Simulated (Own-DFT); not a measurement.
## Calculated data, GaP (zincblende, atoms displaced)

All values are calculated (Own-DFT development build). A calculation, not a measurement: plane-wave PBE density functional theory by an unreviewed code, no spin, of a simulated periodic cell, stress positive in tension, free energy of the whole cell less one offset for each atom, forces on such cells passed a denser k mesh, this cell's mesh not checked; offsets are fitted by least squares, one for each functional and potential file, so energies compare only between cells with the same atoms and settings and are not formation energies; the far tail of each file's local potential was reset to the Coulomb form; each entry is a single point on an unrelaxed cell, so the pressure reflects the starting lattice, mostly measured values (interpolated for alloys), from which strain is counted, and rises with the displacements; printed positions are rounded, which can move forces by about a meV/angstrom; the program, named Own-DFT, is a retired in-house code; no spin-orbit coupling.

Settings shared by all entries: functional PBE; potential files PseudoDojo norm-conserving, scalar-relativistic, standard set; wave cutoff 42 hartree; occupations Fermi-Dirac; smearing width 0.1 eV; hardware one NVIDIA H100; k mesh 3 x 3 x 3 centred on Gamma.

(1) GaP (zincblende, atoms displaced)

```
GaP
1.0
     10.9010     0.0000     0.0000
      0.0000    10.9010     0.0000
      0.0000     0.0000    10.9010
Ga P Ga P Ga P Ga P Ga P Ga P Ga P Ga P
4 4 4 4 4 4 4 4 4 4 4 4 4 4 4 4
Direct
  0.99066 0.99896 0.00510
  0.98733 0.24617 0.25290
  0.24327 0.00394 0.24855
  0.24123 0.24478 0.00343
  0.11956 0.12923 0.12548
  0.12513 0.37556 0.37425
  0.37289 0.12744 0.37503
  0.38273 0.37272 0.13070
  0.00668 0.99824 0.49752
  0.00594 0.25419 0.75873
  0.26294 0.00228 0.74863
  0.25888 0.25889 0.50387
  0.12680 0.12844 0.62820
  0.12469 0.37787 0.87855
  0.38000 0.11540 0.87036
  0.37176 0.37418 0.62882
  0.99389 0.49891 0.99362
  0.00320 0.75147 0.25050
  0.25161 0.49770 0.24577
  0.25574 0.76261 0.00022
  0.12430 0.61959 0.12470
  0.12976 0.87587 0.37464
  0.36887 0.62980 0.37003
  0.37890 0.88024 0.12259
  0.00012 0.49902 0.50017
  0.99670 0.75213 0.75008
  0.25341 0.49489 0.75429
  0.25228 0.75522 0.50304
  0.14055 0.62518 0.62442
  0.12577 0.87814 0.87416
  0.37466 0.61746 0.87343
  0.36903 0.87339 0.62246
  0.49494 0.00609 0.99917
  0.49895 0.25698 0.25164
  0.75292 0.00203 0.25076
  0.75040 0.25074 0.00269
  0.62251 0.11997 0.12747
  0.63188 0.38059 0.38420
  0.87235 0.12770 0.38319
  0.87615 0.37876 0.12490
  0.50405 0.00056 0.49080
  0.50547 0.24654 0.73880
  0.74608 0.00223 0.74653
  0.74822 0.25565 0.50317
  0.62766 0.12112 0.61920
  0.61963 0.38217 0.87331
  0.88052 0.12241 0.86955
  0.87169 0.38203 0.63208
  0.49502 0.50374 0.99696
  0.51027 0.75237 0.25200
  0.74737 0.49978 0.24712
  0.75064 0.75245 0.00997
  0.62625 0.62205 0.12494
  0.63270 0.86792 0.37146
  0.87351 0.62220 0.38540
  0.87499 0.87591 0.12762
  0.50727 0.50292 0.50113
  0.49711 0.74778 0.74750
  0.73821 0.49852 0.75244
  0.74778 0.74989 0.50363
  0.62871 0.63073 0.61722
  0.63460 0.87733 0.87508
  0.87531 0.62181 0.86524
  0.87633 0.87064 0.62787
```

```
free energy of cell above offsets : -33.383 eV
pressure                          : 3.21 GPa
stress xx                         : -3.09 GPa
stress yy                         : -3.23 GPa
stress zz                         : -3.3 GPa
stress yz                         : 0.44 GPa
stress xz                         : -0.5 GPa
stress xy                         : -0.16 GPa
wall time                         : 525.7 s
```

Force:
```csv
element,x (eV/Å),y (eV/Å),z (eV/Å)
Ga,1.051,0.131,-0.751
Ga,0.984,0.676,0.064
Ga,0.677,0.017,-0.144
Ga,1.359,0.471,-0.544
P,-0.692,-0.678,0.399
P,-0.11,-0.411,-0.081
P,0.197,0.069,-0.19
P,-1.155,0.413,-1.399
Ga,-0.379,0.204,0.716
Ga,-0.509,-0.187,-0.994
Ga,-1.825,-0.428,-0.342
Ga,-1.378,-0.944,-0.653
P,0.402,0.018,-0.233
P,0.49,-0.177,0.231
P,-0.167,2.278,0.345
P,1.511,0.627,-0.079
Ga,0.339,0.597,0.383
Ga,-0.207,-0.715,0.369
Ga,-0.254,0.052,0.347
Ga,-0.693,-1.313,-0.217
P,0.075,0.774,-0.634
P,-0.329,-0.132,-0.124
P,1.026,-0.221,0.335
P,0.09,-0.08,0.987
Ga,0.633,0.087,0.595
Ga,1.287,-0.564,-0.02
Ga,-0.478,0.265,-0.23
Ga,-0.201,-0.685,-0.85
P,-1.635,-0.226,0.36
P,-0.15,0.27,0.048
P,-0.213,1.525,0.221
P,1.725,0.623,0.078
Ga,1.203,-0.936,-0.006
Ga,1.065,-0.916,0.919
Ga,-0.077,0.032,0.26
Ga,-0.109,-0.211,-0.488
P,0.155,0.958,0.021
P,-0.762,-0.471,-1.268
P,-0.103,-0.558,-0.192
P,-0.408,-0.401,0.023
Ga,-0.438,-0.568,0.183
Ga,-0.395,0.171,0.922
Ga,0.953,-0.257,0.132
Ga,0.728,-0.134,0.562
P,-0.153,0.218,-0.217
P,-0.152,-1.503,0.472
P,-0.929,0.424,0.566
P,0.477,-0.758,-0.074
Ga,0.387,-0.448,0.692
Ga,-1.275,-0.555,-0.547
Ga,0.667,0.18,0.686
Ga,0.277,-0.542,-1.184
P,-0.401,0.252,-0.224
P,-0.033,1.165,0.487
P,0.048,0.553,-1.354
P,0.116,-0.22,0.567
Ga,-1.38,0.335,-0.131
Ga,0.456,0.216,0.182
Ga,0.716,0.821,-0.644
Ga,1.139,0.386,-0.426
P,-0.965,-0.617,1.494
P,-1.351,-0.356,0.313
P,-0.683,0.425,1.044
P,-0.245,0.974,-0.762
```

(2) GaP (zincblende, atoms displaced)

```
GaP
1.0
     10.9010     0.0000     0.0000
      0.0000    10.9010     0.0000
      0.0000     0.0000    10.9010
Ga P Ga P Ga P Ga P Ga P Ga P Ga P Ga P
4 4 4 4 4 4 4 4 4 4 4 4 4 4 4 4
Direct
  0.00719 0.00368 0.00404
  0.00419 0.25316 0.25582
  0.25143 0.99749 0.25072
  0.24988 0.25188 0.00567
  0.12937 0.12556 0.11431
  0.12302 0.37526 0.37664
  0.37659 0.12451 0.38036
  0.37631 0.37112 0.12880
  0.99869 0.98777 0.50440
  0.00826 0.24571 0.75914
  0.24057 0.99824 0.75084
  0.24730 0.24929 0.49832
  0.12536 0.13075 0.62891
  0.12489 0.37079 0.88106
  0.37057 0.12451 0.87655
  0.37218 0.39103 0.62697
  0.99883 0.50599 0.99910
  0.99547 0.74634 0.24088
  0.25147 0.50110 0.24632
  0.25895 0.74410 0.99826
  0.11421 0.62417 0.12501
  0.12505 0.87680 0.37969
  0.37825 0.61898 0.38120
  0.37153 0.87045 0.13049
  0.00410 0.49635 0.49398
  0.99547 0.73919 0.75045
  0.25366 0.49152 0.74987
  0.25988 0.75408 0.50646
  0.12428 0.62366 0.61580
  0.12030 0.87276 0.87840
  0.37092 0.63044 0.87007
  0.37358 0.87308 0.62237
  0.49897 0.00019 0.00536
  0.50211 0.24561 0.25096
  0.75050 0.99950 0.23816
  0.75389 0.25154 0.99653
  0.62724 0.12311 0.12032
  0.62622 0.38008 0.36946
  0.88016 0.12271 0.36900
  0.87686 0.37131 0.12192
  0.49371 0.99956 0.49977
  0.50216 0.25533 0.74390
  0.75515 0.00048 0.74450
  0.75788 0.25713 0.50251
  0.62014 0.12386 0.62798
  0.61618 0.37266 0.86976
  0.87314 0.12131 0.87428
  0.87450 0.37533 0.63147
  0.49417 0.50137 0.00148
  0.50370 0.74617 0.25249
  0.75092 0.48860 0.24511
  0.74978 0.75066 0.00031
  0.62386 0.62676 0.12606
  0.62697 0.87771 0.38129
  0.87438 0.62564 0.38211
  0.87873 0.87602 0.11638
  0.50307 0.50064 0.50094
  0.50291 0.74841 0.74367
  0.75155 0.49446 0.74518
  0.75752 0.75227 0.49788
  0.61912 0.62401 0.62344
  0.62225 0.87741 0.87489
  0.87348 0.63014 0.87710
  0.85997 0.88257 0.62319
```

```
free energy of cell above offsets : -33.053 eV
pressure                          : 3.31 GPa
stress xx                         : -3.29 GPa
stress yy                         : -3.29 GPa
stress zz                         : -3.34 GPa
stress yz                         : -1.35 GPa
stress xz                         : 0.62 GPa
stress xy                         : 0.25 GPa
wall time                         : 546.3 s
```

Force:
```csv
element,x (eV/Å),y (eV/Å),z (eV/Å)
Ga,-0.778,-0.374,-0.969
Ga,-0.105,-0.753,-0.999
Ga,-0.481,0.486,0.148
Ga,0.696,-0.034,-0.793
P,-0.121,0.193,2.272
P,0.984,-0.032,-0.605
P,-0.45,0.292,-0.834
P,-0.049,0.322,-0.095
Ga,-0.001,1.469,-0.135
Ga,-1.054,0.247,-0.259
Ga,0.645,-0.06,0.25
Ga,0.412,0.504,0.553
P,-0.263,-0.919,-0.734
P,0.217,1,-0.071
P,0.4,0.165,-0.328
P,0.997,-2.524,-1.341
Ga,-0.339,-0.801,-0.374
Ga,-0.218,0.755,1.501
Ga,-0.301,0.108,0.475
Ga,-1.475,0.764,0.554
P,1.956,-0.087,-0.221
P,0.24,-0.941,-0.721
P,-0.511,0.745,-0.853
P,0.683,-0.048,-0.2
Ga,-0.843,0.366,0.899
Ga,0.486,1.211,-0.741
Ga,-1.754,1.556,1.002
Ga,-1.203,-0.972,-1.277
P,0.309,-0.055,1.031
P,0.293,-0.553,-0.39
P,0.721,-1.085,-0.201
P,0.459,0.998,1.316
Ga,-0.564,-0.209,-0.562
Ga,0.265,-0.012,0.164
Ga,0.182,-0.223,1.06
Ga,-0.718,-0.075,-0.366
P,-0.176,0.617,0.16
P,-0.287,-1.045,0.984
P,-0.432,-0.128,0.676
P,0.437,0.196,0.025
Ga,0.8,-0.11,0.426
Ga,-1.267,-0.666,0.086
Ga,-1.694,0.838,1.325
Ga,-0.77,-0.989,-0.614
P,0.569,0.304,-0.812
P,1.117,0.743,1.006
P,0.581,0.116,0.196
P,1.506,-0.308,-0.445
Ga,0.244,0.139,-0.383
Ga,-0.268,0.399,0.637
Ga,0.233,1.48,0.018
Ga,-0.556,0.291,-0.195
P,0.478,-0.612,-0.271
P,-0.022,-0.059,-1.036
P,0.2,-0.648,-1.491
P,-0.274,-0.026,0.558
Ga,0.073,-0.264,-0.334
Ga,-0.266,0.586,0.662
Ga,-0.873,0.963,0.897
Ga,-1.396,-0.295,0.298
P,1.588,0.129,-0.121
P,0.293,-0.176,-0.221
P,-0.691,-1.225,-0.263
P,2.133,-1.675,0.074
```

(3) GaP (zincblende, atoms displaced)

```
GaP
1.0
     10.9010     0.0000     0.0000
      0.0000    10.9010     0.0000
      0.0000     0.0000    10.9010
Ga P Ga P Ga P Ga P Ga P Ga P Ga P Ga P
4 4 4 4 4 4 4 4 4 4 4 4 4 4 4 4
Direct
  0.00373 0.99796 0.99329
  0.00399 0.25590 0.25373
  0.24965 0.99179 0.24972
  0.25818 0.24401 0.99772
  0.12428 0.12022 0.12150
  0.13508 0.36912 0.36774
  0.36775 0.12203 0.37778
  0.36988 0.37812 0.12944
  0.00383 0.99819 0.49915
  0.00448 0.25390 0.76130
  0.24846 0.00193 0.75203
  0.24625 0.25000 0.50026
  0.11876 0.12559 0.61872
  0.11428 0.38062 0.86890
  0.37251 0.12139 0.87586
  0.38341 0.37428 0.63264
  0.99862 0.51050 0.99728
  0.99871 0.75026 0.25241
  0.25574 0.50303 0.24111
  0.25566 0.75440 0.99572
  0.13054 0.62376 0.13188
  0.12531 0.87875 0.36960
  0.37802 0.62739 0.37057
  0.37937 0.87788 0.12122
  0.99906 0.49725 0.49908
  0.00527 0.75411 0.75888
  0.24762 0.49962 0.74180
  0.24990 0.75469 0.49331
  0.11860 0.62930 0.61875
  0.12824 0.87360 0.87465
  0.38295 0.62636 0.87843
  0.37833 0.88205 0.62422
  0.49843 0.99578 0.00383
  0.50148 0.25163 0.25577
  0.74785 0.99716 0.24395
  0.74971 0.25047 0.00037
  0.62193 0.12444 0.12915
  0.62260 0.37266 0.37083
  0.87243 0.12561 0.38240
  0.87462 0.37467 0.12402
  0.49785 0.00073 0.50080
  0.49848 0.24459 0.75231
  0.75089 0.00826 0.74856
  0.75198 0.24656 0.49573
  0.62225 0.11438 0.62179
  0.62502 0.37856 0.86421
  0.88619 0.12734 0.87640
  0.87348 0.37629 0.62224
  0.50081 0.49399 0.99991
  0.50378 0.74789 0.25155
  0.75568 0.49954 0.25019
  0.73941 0.75456 0.00056
  0.63154 0.62961 0.12431
  0.62773 0.86974 0.37714
  0.87431 0.62754 0.37762
  0.87923 0.87587 0.12580
  0.50172 0.50339 0.50715
  0.50065 0.74984 0.74901
  0.75413 0.49891 0.75192
  0.74717 0.74501 0.50322
  0.63269 0.62297 0.62508
  0.62222 0.87555 0.87254
  0.86609 0.62524 0.87753
  0.88026 0.87700 0.62506
```

```
free energy of cell above offsets : -33.627 eV
pressure                          : 3.18 GPa
stress xx                         : -3.16 GPa
stress yy                         : -3.28 GPa
stress zz                         : -3.1 GPa
stress yz                         : -0.09 GPa
stress xz                         : -0.01 GPa
stress xy                         : -0.37 GPa
wall time                         : 531.5 s
```

Force:
```csv
element,x (eV/Å),y (eV/Å),z (eV/Å)
Ga,-0.098,-0.137,0.801
Ga,-0.691,-1.117,-0.602
Ga,0.31,0.997,-0.697
Ga,-1.361,0.921,0.433
P,0.278,0.449,0.378
P,-0.352,1.524,0.621
P,0.661,0.145,-0.366
P,1.323,-1.216,-1.117
Ga,-0.605,-0.004,-0.267
Ga,-0.839,-0.593,-2.207
Ga,-0.244,0.081,-0.899
Ga,0.73,0.045,0.539
P,0.613,0.36,1.344
P,2.159,0.656,1.385
P,0.762,-0.09,-0.095
P,-1.045,-0.115,-0.982
Ga,-0.024,-0.524,0.618
Ga,0.149,-0.174,-0.104
Ga,-0.329,0.053,1.529
Ga,-0.036,-0.616,0.612
P,-0.762,1.027,-1.278
P,-0.379,-0.617,0.508
P,-0.265,-0.437,0.668
P,-0.484,-0.937,1.035
Ga,0.321,-0.135,-0.541
Ga,-1.061,-0.733,-0.885
Ga,0.036,0.539,0.51
Ga,0.146,-0.085,0.455
P,0.765,0.001,0.338
P,0.343,0.281,0.203
P,-0.911,-0.424,-0.631
P,-0.736,-1.036,0.325
Ga,0.64,0.765,-0.663
Ga,-1.02,-0.56,-0.373
Ga,0.409,0.149,0.936
Ga,-0.134,-0.058,-0.238
P,-0.009,0.229,-0.689
P,0.594,0.859,0.952
P,0.778,-0.648,-1.511
P,0.53,0.242,-0.041
Ga,0.102,-0.348,-0.986
Ga,0.544,-0.395,-0.194
Ga,0.604,-0.739,0.348
Ga,-0.901,0.547,0.804
P,0.29,1.702,0.261
P,-0.061,-0.97,1.199
P,-1.57,-0.205,0.039
P,0.175,-0.657,0.44
Ga,0.364,0.422,0.347
Ga,0.097,0.338,-0.477
Ga,-0.382,0.135,-0.023
Ga,1.107,0.335,-0.132
P,-0.883,-1.193,0.386
P,-0.274,0.661,-0.113
P,0.201,-0.428,-0.148
P,-0.338,-0.142,-0.721
Ga,0.027,-0.322,-0.783
Ga,0.061,-0.04,-0.405
Ga,0.145,0.06,-0.692
Ga,0.826,0.825,-0.069
P,-0.799,0.088,0.689
P,0.305,0.684,-0.098
P,0.662,0.953,-0.004
P,-0.463,-0.379,0.327
```

(4) GaP (zincblende, atoms displaced)

```
GaP
1.0
     10.9010     0.0000     0.0000
      0.0000    10.9010     0.0000
      0.0000     0.0000    10.9010
Ga P Ga P Ga P Ga P Ga P Ga P Ga P Ga P
4 4 4 4 4 4 4 4 4 4 4 4 4 4 4 4
Direct
  0.99877 0.00351 0.99782
  0.99963 0.24271 0.25412
  0.26053 0.99584 0.24695
  0.25387 0.24863 0.00166
  0.11994 0.13368 0.12752
  0.12973 0.38334 0.37798
  0.38496 0.11693 0.37728
  0.37691 0.37350 0.13199
  0.99816 0.00320 0.50077
  0.99929 0.24481 0.75175
  0.26124 0.00290 0.74337
  0.25212 0.25487 0.49773
  0.13146 0.12378 0.61599
  0.12544 0.37540 0.86850
  0.36949 0.12927 0.87045
  0.37665 0.36925 0.62548
  0.99672 0.49972 0.01583
  0.99376 0.74256 0.25049
  0.24640 0.50003 0.25310
  0.25011 0.75406 0.00246
  0.13194 0.62647 0.12788
  0.12216 0.86761 0.37644
  0.37556 0.62514 0.37874
  0.37348 0.87323 0.13072
  0.98997 0.50667 0.50323
  0.99700 0.75271 0.75332
  0.25146 0.50501 0.74759
  0.24884 0.75106 0.49878
  0.12680 0.62572 0.62110
  0.13325 0.87897 0.87173
  0.36904 0.61816 0.87419
  0.37850 0.87642 0.61854
  0.49566 0.00629 0.00163
  0.50416 0.24801 0.25279
  0.75311 0.99824 0.25237
  0.74383 0.24919 0.99548
  0.62831 0.12603 0.12917
  0.62460 0.36888 0.37776
  0.87656 0.12601 0.37188
  0.87769 0.37199 0.12387
  0.49645 0.00326 0.50531
  0.49503 0.24371 0.75017
  0.75459 0.00033 0.74926
  0.74704 0.24775 0.50248
  0.62657 0.12821 0.62885
  0.62102 0.37098 0.87668
  0.87939 0.13130 0.87354
  0.87299 0.37598 0.61647
  0.51226 0.49872 0.99511
  0.50303 0.75348 0.25201
  0.75957 0.50097 0.24989
  0.74498 0.74384 0.99842
  0.62661 0.62618 0.12034
  0.62440 0.87305 0.37433
  0.87963 0.62665 0.37533
  0.87592 0.86980 0.13298
  0.49479 0.49194 0.51012
  0.50221 0.76087 0.74736
  0.75635 0.50041 0.75457
  0.75035 0.74820 0.49841
  0.62966 0.62954 0.62568
  0.62566 0.87214 0.88422
  0.87605 0.62605 0.87584
  0.87753 0.88375 0.62918
```

```
free energy of cell above offsets : -33.431 eV
pressure                          : 3.24 GPa
stress xx                         : -3.15 GPa
stress yy                         : -3.27 GPa
stress zz                         : -3.32 GPa
stress yz                         : 0.56 GPa
stress xz                         : 0.22 GPa
stress xy                         : -0.33 GPa
wall time                         : 534.1 s
```

Force:
```csv
element,x (eV/Å),y (eV/Å),z (eV/Å)
Ga,0.363,-0.477,0.495
Ga,0.39,1.666,0.183
Ga,-1.779,0.786,0.98
Ga,-0.7,0.917,0.077
P,1.216,-1.462,-0.442
P,-1.375,-0.822,0.197
P,-1.21,1.205,-0.59
P,0.279,0.266,-0.651
Ga,0.563,-0.325,-0.511
Ga,0.901,0.903,-1.24
Ga,-0.944,-0.325,-0.199
Ga,0.179,-0.532,-0.522
P,-0.399,0.272,0.79
P,-0.123,0.2,0.888
P,0.541,-0.652,0.852
P,-0.604,0.198,0.755
Ga,1.077,0.364,-1.599
Ga,1.43,0.547,-0.2
Ga,0.995,0.263,-0.189
Ga,0.141,-0.393,-0.446
P,-0.827,0.056,-0.11
P,-0.042,0.961,-0.489
P,0.351,-0.24,-0.165
P,0.907,-0.208,-1.206
Ga,1.412,-0.488,-0.132
Ga,0.807,0.013,-0.287
Ga,-0.564,-0.899,-0.351
Ga,0.116,-0.146,-0.091
P,-0.57,0.277,0.594
P,-0.563,0.143,0.132
P,1.33,1.263,0.421
P,-0.412,-0.38,0.56
Ga,0.218,-0.32,0.086
Ga,-0.317,-0.002,-0.009
Ga,-0.245,-0.15,-0.066
Ga,0.646,-0.043,0.533
P,-0.082,-0.326,-0.466
P,0.249,1.113,-0.102
P,-0.658,-0.336,0.972
P,-0.726,-0.679,0.597
Ga,1.46,-0.383,-0.15
Ga,0.586,0.686,-0.015
Ga,-0.702,0.239,0.898
Ga,0.294,0.068,-0.542
P,-0.127,-0.762,0.052
P,0.588,-0.035,-1.222
P,-1.086,-0.866,0.431
P,0.058,-0.483,1.307
Ga,-1.658,0.208,0.749
Ga,-0.246,-0.859,-0.096
Ga,-0.958,-0.374,0.062
Ga,1.05,0.576,0.282
P,-0.183,-0.481,1.196
P,0.309,0.701,0.62
P,-1.089,-0.169,0.176
P,-0.277,0.392,-1.442
Ga,1.039,0.98,-0.953
Ga,-0.13,-1.043,0.473
Ga,-0.611,-0.281,-0.53
Ga,0.274,0.597,0.151
P,-0.503,-0.732,0.391
P,-0.244,1.167,-0.824
P,0.355,-0.228,0.646
P,-0.166,-1.123,-0.711
```

(5) GaP (zincblende, atoms displaced)

```
GaP
1.0
     10.9010     0.0000     0.0000
      0.0000    10.9010     0.0000
      0.0000     0.0000    10.9010
Ga P Ga P Ga P Ga P Ga P Ga P Ga P Ga P
4 4 4 4 4 4 4 4 4 4 4 4 4 4 4 4
Direct
  0.99613 0.99864 0.99254
  0.00802 0.25866 0.24375
  0.24671 0.00313 0.24130
  0.25660 0.25176 0.99620
  0.13185 0.13409 0.12993
  0.12580 0.37415 0.37101
  0.37098 0.12137 0.37418
  0.37972 0.37605 0.12528
  0.01019 0.99413 0.49876
  0.00080 0.24915 0.75196
  0.25063 0.00208 0.74655
  0.24809 0.24507 0.49986
  0.11781 0.11787 0.61769
  0.12681 0.37935 0.87231
  0.36995 0.12447 0.88463
  0.36845 0.37906 0.61742
  0.00813 0.49708 0.00050
  0.00373 0.75781 0.24077
  0.25177 0.49917 0.25178
  0.25533 0.75011 0.00990
  0.13013 0.62440 0.12651
  0.12992 0.86590 0.37484
  0.37587 0.62338 0.38149
  0.37523 0.87217 0.12577
  0.99951 0.49518 0.50574
  0.00136 0.74832 0.75460
  0.25410 0.49734 0.75216
  0.25097 0.74698 0.50315
  0.11764 0.62203 0.62063
  0.11824 0.88118 0.87756
  0.37274 0.62225 0.87717
  0.37704 0.87992 0.63781
  0.50765 0.00094 0.00335
  0.50402 0.24366 0.24864
  0.75509 0.99733 0.25022
  0.75124 0.25067 0.00579
  0.62340 0.12332 0.12520
  0.62602 0.38189 0.36219
  0.87283 0.13132 0.37812
  0.87353 0.36820 0.14145
  0.49988 0.99812 0.49142
  0.49315 0.25093 0.74822
  0.75422 0.00147 0.74854
  0.74921 0.24631 0.49728
  0.63288 0.12748 0.63120
  0.62203 0.37368 0.87413
  0.87464 0.11866 0.87505
  0.87476 0.37390 0.62283
  0.50802 0.49758 0.99530
  0.50088 0.74445 0.24699
  0.74551 0.49906 0.24789
  0.74506 0.75112 0.98975
  0.62581 0.62475 0.12269
  0.62583 0.86110 0.37984
  0.87262 0.62038 0.38273
  0.87337 0.87499 0.12786
  0.49602 0.49714 0.49495
  0.49973 0.74900 0.75146
  0.74486 0.49238 0.74740
  0.74525 0.75168 0.50412
  0.62963 0.63514 0.62347
  0.62347 0.88514 0.87407
  0.88063 0.62820 0.87751
  0.87196 0.88008 0.62604
```

```
free energy of cell above offsets : -32.894 eV
pressure                          : 3.36 GPa
stress xx                         : -3.42 GPa
stress yy                         : -3.39 GPa
stress zz                         : -3.26 GPa
stress yz                         : -0.52 GPa
stress xz                         : 0.35 GPa
stress xy                         : 0.71 GPa
wall time                         : 546.3 s
```

Force:
```csv
element,x (eV/Å),y (eV/Å),z (eV/Å)
Ga,0.183,0.471,1.736
Ga,-0.231,-1.344,1.359
Ga,0.311,-0.786,0.975
Ga,-0.737,0.894,0.839
P,-0.918,-0.538,-1.576
P,0.22,0.312,0.945
P,0.462,0.2,-0.253
P,0.04,-0.044,-0.107
Ga,-1.673,-0.43,-0.927
Ga,-0.24,-0.146,-0.268
Ga,-0.746,0.366,0.857
Ga,-0.359,0.119,-0.29
P,1.182,1.257,1.307
P,0.109,-1.057,0.131
P,0.958,-0.556,-1.375
P,0.505,-0.769,0.584
Ga,-1.022,0.252,0.628
Ga,-0.373,-1.262,1.067
Ga,0.331,0.066,0.068
Ga,-0.778,-0.039,-1.312
P,-0.34,-0.111,0.077
P,0.055,0.925,-0.49
P,-0.271,0.369,-0.938
P,0.76,0.772,0.268
Ga,-0.131,-0.033,-1.032
Ga,-0.14,0.504,-0.705
Ga,-0.582,0.787,-0.653
Ga,0.264,0.201,0.65
P,1.084,0.383,1.051
P,1.61,-1.053,-0.394
P,0.505,0.356,0.056
P,0.066,-0.595,-1.641
Ga,-1.141,-0.128,-0.027
Ga,-0.695,0.544,0.314
Ga,-0.571,0.302,0.822
Ga,0.142,-0.165,-0.419
P,0.841,-0.171,0.332
P,-0.847,-1.471,1.761
P,1.29,-1.05,-0.841
P,-0.191,1.253,-2.33
Ga,0.349,-0.068,1.046
Ga,-0.028,-0.274,0.015
Ga,-0.28,-0.086,0.135
Ga,-0.414,1.008,0.137
P,-1.394,-0.021,-0.836
P,0.532,-0.642,-0.121
P,-0.193,1.463,0.178
P,-0.253,-0.575,0.457
Ga,-0.856,0.402,0.613
Ga,-0.259,0.018,0.528
Ga,1.063,1.219,0.065
Ga,0.381,0.149,0.716
P,0.19,0.087,-0.503
P,-0.47,1.555,-1.289
P,0.198,0.602,-0.915
P,-0.057,0.041,-1.184
Ga,1.132,0.274,0.362
Ga,0.087,0.01,0.408
Ga,0.602,1.052,0.054
Ga,1.755,-0.072,-0.17
P,-1.226,-1.895,0.814
P,0.187,-0.899,-0.443
P,-0.78,-1.119,-0.045
P,0.801,-0.814,-0.271
```
